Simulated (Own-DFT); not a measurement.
# Which defects push the lattice out? C11b WSi2

Calculated, not measured: single-point runs of Own-DFT, a retired in-house plane-wave DFT program that no person has reviewed, on unrelaxed cells, without spin or spin-orbit coupling.

Method: PBE; PseudoDojo norm-conserving scalar-relativistic files; cutoff 50 hartree; 5 x 5 x 5 k mesh centred on Gamma; cold (Marzari-Vanderbilt) smearing of 0.2 eV.

Caveats: forces on such cells failed a check on a denser k mesh; stress not checked against mesh or cutoff.

All runs share one cell, with vectors in Å (-2.148, -5.953, 3.409); (-6.444, 2.976, 1.136); (-2.553, -2.948, -6.757) and a volume of 403.2 Å³. Atoms were moved at random from their sites; u is the rms move along one axis. The defect's site can differ from row to row.

```
cell,formula,u (Å),P (GPa)
no defect,Si20W10,0.0195,4.38
no defect,Si20W10,0.0210,4.48
no defect,Si20W10,0.0562,6.51
one Si vacancy,Si19W10,0.0277,3.31
one Si vacancy,Si19W10,0.0316,3.39
one Si vacancy,Si19W10,0.0522,5.46
one W vacancy,Si20W9,0.0311,4.10
one W vacancy,Si20W9,0.0418,4.39
one W vacancy,Si20W9,0.0602,5.31
one Si on a W site,Si21W9,0.0314,6.23
one Si on a W site,Si21W9,0.0330,6.40
one Si on a W site,Si21W9,0.0459,?
one Si on a W site,Si21W9,0.0503,7.51
one W on a Si site,Si19W11,0.0279,10.25
one W on a Si site,Si19W11,0.0301,9.71
one W on a Si site,Si19W11,0.0484,10.60
```

## Worked fit

P = P0 + c u² + a shift for each defect gives P0 = 4.19 GPa, c = 706 ± 90 GPa/Å² and a scatter of 0.34 GPa. The shifts, and each times the cell's volume:

- one W on a Si site: 5.05 ± 0.28 GPa, 12.7 eV
- one Si on a W site: 1.44 ± 0.28 GPa, 3.6 eV
- one W vacancy: -1.08 ± 0.28 GPa, -2.7 eV
- one Si vacancy: -1.19 ± 0.28 GPa, -3.0 eV

A positive shift means that the defect pushes the cell outwards. Shift times volume (160.2 GPa Å³ is 1 eV) depends little on the cell's size, so, taken for each site, it can be compared between cells at like pressure. The atoms around the defects weren't relaxed, which would change these numbers.

## Test on the hidden row

Asked: what pressure belongs in the blank (one Si on a W site, u = 0.0459 Å)?

From the fit: 7.11 ± 0.39 GPa. The hidden result is 7.47 GPa.
